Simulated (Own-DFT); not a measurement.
# Computed records: TiSi2 (C49 TiSi2 crystal, atoms displaced)

A calculation, not a measurement: plane-wave density functional theory by an unreviewed code, no spin, of a simulated periodic cell, stress positive in tension, run twice, with PBE and with PBEsol, both on files made for PBE, so the change isn't that of files made for PBEsol, forces on such cells moved up to 12 meV/angstrom on a denser k mesh; the far tail of each file's local potential was reset to the Coulomb form; each entry is a single point on an unrelaxed cell, so the pressure reflects the starting lattice, taken from the Materials Project, from which strain is counted, and rises with the displacements; printed positions are rounded, which can move forces by about a meV/angstrom; the program, named Own-DFT, is a retired in-house code; no spin-orbit coupling; stress was not checked against mesh or cutoff. Program: Own-DFT development build.

## TiSi2 (C49 TiSi2 crystal, atoms displaced)

```cif
# cell vector a (Å): 5.2953 -6.7593 3.5652
# cell vector b (Å): 7.0604 0.0000 -7.1303
# cell vector c (Å): 5.2953 6.7593 3.5652
data_TiSi2
_symmetry_space_group_name_H-M 'P 1'
_symmetry_Int_Tables_number 1
_cell_length_a 9.2973
_cell_length_b 10.0345
_cell_length_c 9.2973
_cell_angle_alpha 82.631
_cell_angle_beta 93.274
_cell_angle_gamma 82.631
_cell_volume 850.71
loop_
_atom_site_label
_atom_site_type_symbol
_atom_site_fract_x
_atom_site_fract_y
_atom_site_fract_z
_atom_site_occupancy
Ti1 Ti 0.94803 0.92644 0.15399 1
Ti2 Ti 0.85209 0.87320 0.64415 1
Si1 Si 0.60747 0.92545 0.49231 1
Si2 Si 0.19241 0.87239 0.31117 1
Si3 Si 0.90210 0.02908 0.40062 1
Si4 Si 0.89870 0.77660 0.39836 1
Ti3 Ti 0.94523 0.42269 0.15525 1
Ti4 Ti 0.85085 0.37466 0.64818 1
Si5 Si 0.60634 0.41929 0.49412 1
Si6 Si 0.19038 0.37755 0.30178 1
Si7 Si 0.89932 0.52402 0.39828 1
Si8 Si 0.90075 0.27556 0.39918 1
Ti5 Ti 0.74633 0.72246 0.95517 1
Ti6 Ti 0.65512 0.67438 0.44529 1
Si9 Si 0.40795 0.72178 0.29097 1
Si10 Si 0.99349 0.67080 0.11228 1
Si11 Si 0.69939 0.82684 0.20196 1
Si12 Si 0.69760 0.57499 0.20087 1
Ti7 Ti 0.54285 0.02694 0.75063 1
Ti8 Ti 0.45252 0.97717 0.24596 1
Si13 Si 0.20785 0.02770 0.09323 1
Si14 Si 0.79135 0.97243 0.91077 1
Si15 Si 0.50055 0.12361 0.99981 1
Si16 Si 0.49970 0.87385 0.99929 1
Ti9 Ti 0.74690 0.22229 0.95059 1
Ti10 Ti 0.64939 0.17689 0.44575 1
Si17 Si 0.41013 0.22556 0.29506 1
Si18 Si 0.99708 0.17521 0.10851 1
Si19 Si 0.69723 0.32788 0.20243 1
Si20 Si 0.70151 0.07666 0.19924 1
Ti11 Ti 0.54057 0.52313 0.75339 1
Ti12 Ti 0.45343 0.47730 0.24279 1
Si21 Si 0.20964 0.52406 0.09250 1
Si22 Si 0.79519 0.47818 0.91112 1
Si23 Si 0.49797 0.62392 0.99789 1
Si24 Si 0.50157 0.37734 0.00114 1
Ti13 Ti 0.34347 0.82750 0.55525 1
Ti14 Ti 0.25280 0.77578 0.04383 1
Si25 Si 0.00920 0.82358 0.88993 1
Si26 Si 0.59165 0.77551 0.70848 1
Si27 Si 0.29961 0.92718 0.80069 1
Si28 Si 0.30143 0.67595 0.79923 1
Ti15 Ti 0.34362 0.32590 0.55346 1
Ti16 Ti 0.24894 0.27747 0.05224 1
Si29 Si 0.01152 0.32387 0.89513 1
Si30 Si 0.59298 0.27230 0.71019 1
Si31 Si 0.29777 0.42621 0.80390 1
Si32 Si 0.30325 0.17374 0.80023 1
Ti17 Ti 0.15050 0.62753 0.35597 1
Ti18 Ti 0.05054 0.57485 0.84613 1
Si33 Si 0.80689 0.62473 0.68984 1
Si34 Si 0.39158 0.57296 0.50949 1
Si35 Si 0.10022 0.72270 0.59614 1
Si36 Si 0.09834 0.47538 0.59951 1
Ti19 Ti 0.14952 0.12355 0.35253 1
Ti20 Ti 0.05151 0.07827 0.84313 1
Si37 Si 0.80913 0.12169 0.69187 1
Si38 Si 0.39027 0.07324 0.50899 1
Si39 Si 0.10329 0.22162 0.60326 1
Si40 Si 0.10486 0.97819 0.59748 1
```

| Property | Result |
| --- | --- |
| functional | PBE, then PBEsol |
| potential files | PseudoDojo norm-conserving, scalar-relativistic, standard set |
| wave cutoff | 42 hartree |
| occupations | cold (Marzari-Vanderbilt) |
| smearing width | 0.2 eV |
| k mesh | 4 x 4 x 4 centred on Gamma |
| PBE pressure | 2.1 GPa |
| PBE stress xx | -1.87 GPa |
| PBE stress yy | -2.13 GPa |
| PBE stress zz | -2.32 GPa |
| PBE stress yz | -0.08 GPa |
| PBE stress xz | -0.04 GPa |
| PBE stress xy | -0.03 GPa |
| PBEsol pressure | -1.22 GPa |
| PBEsol stress xx | 1.56 GPa |
| PBEsol stress yy | 1.45 GPa |
| PBEsol stress zz | 0.66 GPa |
| PBEsol stress yz | -0.08 GPa |
| PBEsol stress xz | -0.04 GPa |
| PBEsol stress xy | -0.03 GPa |
| rms change of force components from PBE to PBEsol | 0.019 eV/Å |

Force:
| force element | PBE force x (eV/Å) | PBE force y (eV/Å) | PBE force z (eV/Å) | PBEsol force x (eV/Å) | PBEsol force y (eV/Å) | PBEsol force z (eV/Å) |
| --- | --- | --- | --- | --- | --- | --- |
| Ti | -0.194 | -0.108 | 0.143 | -0.19 | -0.119 | 0.14 |
| Ti | 0.376 | 0.043 | 0.018 | 0.369 | 0.061 | 0.018 |
| Si | -0.131 | -0.253 | -0.029 | -0.127 | -0.306 | -0.031 |
| Si | 0.074 | -0.077 | -0.475 | 0.074 | -0.025 | -0.475 |
| Si | -0.338 | 0.121 | 0.168 | -0.343 | 0.119 | 0.173 |
| Si | 0.104 | -0.079 | 0.098 | 0.107 | -0.077 | 0.098 |
| Ti | 0.099 | -0.211 | -0.216 | 0.1 | -0.229 | -0.214 |
| Ti | 0.087 | -0.219 | 0.201 | 0.085 | -0.201 | 0.201 |
| Si | 0.331 | -0.28 | -0.63 | 0.325 | -0.333 | -0.628 |
| Si | 0.384 | 0.576 | 0.78 | 0.374 | 0.628 | 0.782 |
| Si | 0.225 | 0.122 | 0.007 | 0.224 | 0.124 | 0.003 |
| Si | 0.11 | 0.133 | 0.093 | 0.113 | 0.129 | 0.09 |
| Ti | 0.265 | -0.145 | -0.257 | 0.261 | -0.161 | -0.254 |
| Ti | -0.143 | 0.455 | -0.008 | -0.139 | 0.461 | -0.008 |
| Si | 0.398 | -0.187 | -0.3 | 0.388 | -0.238 | -0.298 |
| Si | 0.074 | 0.059 | -0.626 | 0.072 | 0.109 | -0.629 |
| Si | -0.175 | -0.117 | -0.034 | -0.179 | -0.114 | -0.033 |
| Si | 0.124 | -0.23 | -0.123 | 0.125 | -0.227 | -0.128 |
| Ti | 0.26 | -0.155 | 0.607 | 0.256 | -0.164 | 0.599 |
| Ti | -0.121 | 0.037 | 0.316 | -0.118 | 0.052 | 0.312 |
| Si | -0.297 | -0.36 | 0.439 | -0.291 | -0.409 | 0.446 |
| Si | -0.148 | 0.028 | -0.142 | -0.145 | 0.08 | -0.143 |
| Si | 0.169 | 0.145 | -0.11 | 0.172 | 0.143 | -0.107 |
| Si | 0.093 | -0.013 | 0.02 | 0.091 | -0.012 | 0.023 |
| Ti | 0.645 | 0.228 | -0.04 | 0.636 | 0.21 | -0.038 |
| Ti | 0.142 | -0.246 | 0.637 | 0.141 | -0.229 | 0.632 |
| Si | -0.277 | -0.072 | -0.376 | -0.273 | -0.122 | -0.374 |
| Si | -0.387 | 0.652 | -0.279 | -0.379 | 0.708 | -0.281 |
| Si | -0.204 | -0.261 | 0.233 | -0.201 | -0.254 | 0.235 |
| Si | -0.012 | 0.051 | -0.017 | -0.011 | 0.049 | -0.017 |
| Ti | 0.586 | -0.599 | 0.251 | 0.58 | -0.604 | 0.249 |
| Ti | 0.004 | 0.552 | 0.463 | 0.002 | 0.559 | 0.46 |
| Si | 0.008 | -0.438 | -0.625 | 0.009 | -0.499 | -0.624 |
| Si | -0.773 | 0.139 | 0.119 | -0.759 | 0.188 | 0.119 |
| Si | 0.28 | 0 | -0.075 | 0.283 | 0.002 | -0.072 |
| Si | -0.441 | -0.028 | 0.19 | -0.442 | -0.029 | 0.189 |
| Ti | -0.195 | -0.587 | 0.497 | -0.193 | -0.594 | 0.49 |
| Ti | 0.185 | 0.326 | 0.133 | 0.184 | 0.336 | 0.138 |
| Si | 0.052 | 0.044 | -0.08 | 0.05 | -0.007 | -0.074 |
| Si | -0.144 | 0.229 | 0.075 | -0.141 | 0.282 | 0.074 |
| Si | -0.168 | 0.105 | 0.087 | -0.171 | 0.104 | 0.088 |
| Si | -0.213 | 0.194 | -0.195 | -0.213 | 0.188 | -0.199 |
| Ti | 0.029 | -0.19 | 0.207 | 0.032 | -0.206 | 0.211 |
| Ti | -0.07 | -0.916 | 0.382 | -0.07 | -0.882 | 0.377 |
| Si | -0.292 | -0.18 | -0.639 | -0.289 | -0.232 | -0.639 |
| Si | -0.107 | 0.236 | -0.253 | -0.106 | 0.289 | -0.249 |
| Si | -0.249 | -0.064 | 0.026 | -0.248 | -0.064 | 0.024 |
| Si | 0.16 | 0.308 | -0.317 | 0.158 | 0.298 | -0.319 |
| Ti | -0.798 | 0.014 | 0.103 | -0.789 | -0.002 | 0.103 |
| Ti | 0.232 | -0.048 | 0.113 | 0.228 | -0.029 | 0.114 |
| Si | 0.001 | -0.077 | 0.136 | 0.001 | -0.133 | 0.136 |
| Si | 0.147 | 0.07 | -0.188 | 0.145 | 0.125 | -0.188 |
| Si | 0.383 | 0.38 | -0.114 | 0.388 | 0.373 | -0.118 |
| Si | -0.051 | 0.007 | 0.136 | -0.052 | 0.005 | 0.142 |
| Ti | 0.142 | 0.181 | -0.23 | 0.138 | 0.164 | -0.229 |
| Ti | 0.104 | 0.221 | 0.669 | 0.105 | 0.233 | 0.664 |
| Si | -0.087 | -0.105 | -0.265 | -0.084 | -0.155 | -0.264 |
| Si | 0.181 | 0.111 | -0.296 | 0.179 | 0.164 | -0.294 |
| Si | 0.007 | 0.034 | -0.61 | 0.012 | 0.037 | -0.613 |
| Si | -0.446 | 0.444 | 0.201 | -0.45 | 0.434 | 0.21 |
